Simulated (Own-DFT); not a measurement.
# How strain changes the stress of diamond-structure GeSn with randomly placed atoms, 64 atoms (Ge60Sn4)

Calculated results; nothing here was measured. The program, named Own-DFT, is a retired in-house plane-wave density functional code that no person has reviewed. Each row is one single-point run on a periodic cell that was not relaxed, without spin or spin-orbit coupling.

Settings of every run: PBE; PseudoDojo norm-conserving scalar-relativistic files; cutoff 49 hartree; 3 x 3 x 3 k mesh centred on Gamma; Fermi-Dirac smearing of 0.1 eV.

Known limits: forces on such cells moved up to 12 meV/angstrom on a denser k mesh; stress not checked against mesh or cutoff.

Unstrained cell vectors in Å: (11.420, 0.000, 0.000); (0.000, 11.420, 0.000); (0.000, 0.000, 11.420). The unstrained cell has measured lattice constants (interpolated for alloys), not those of this functional. That, the random moves and any unrelaxed bonds set the pressure at no strain. Each run strains this cell uniformly, with the atoms carried along. Every atom was also moved at random, by a Gaussian of width 0.05 Å on each axis. The random placing of the alloy's atoms differs from row to row. Strain is the symmetric tensor, in per cent. Stress is positive in tension, and the pressure is minus a third of its trace.

```
run  e_xx (%)  e_yy (%)  e_zz (%)  s_xx (GPa)  s_yy (GPa)  s_zz (GPa)  P (GPa)  E (meV/atom)
  1      1.50      1.50      0.00       -2.43       -2.33       -3.21     2.66           2.2
  2      1.75      1.75      0.00       -2.15       -2.08       -3.00     2.41           7.5
  3      3.00      3.00      0.00       -0.23       -0.37       -1.91     0.84           0.0
  4     -2.75     -2.75      0.00      -10.27      -10.21       -8.29     9.59          76.1
  5     -0.25     -0.25      0.00       -5.51       -5.43       -5.40     5.44          41.5
  6      2.00      2.00      0.00       -1.65       -1.86       -3.06     2.19          12.6
  7      2.50      2.50      0.00       -0.99       -1.00       -2.34     1.44           0.2
  8      2.25      2.25      0.00       -1.38       -1.37       -2.64     1.80           2.9
  9     -2.50     -2.50      0.00           ?           ?           ?        ?             ?
```

E is the free energy for each atom above the lowest run shown.

## Worked fit

The change of volume is close to e_xx + e_yy + e_zz. A straight line through the runs shown gives P = 5.25 - 77 x (fractional change of volume) GPa, with an error of 2 on the slope and a scatter of 0.20 GPa. The strain isn't the same on all axes, but the crystal is cubic, so the slope still estimates the bulk modulus, averaged over pressures from 0.8 to 9.6 GPa.

## Withheld run

Question: what pressure should run 9 give? Its volume changes by -4.94 %.

The line gives 9.0 GPa. The calculation gave 9.07 GPa.
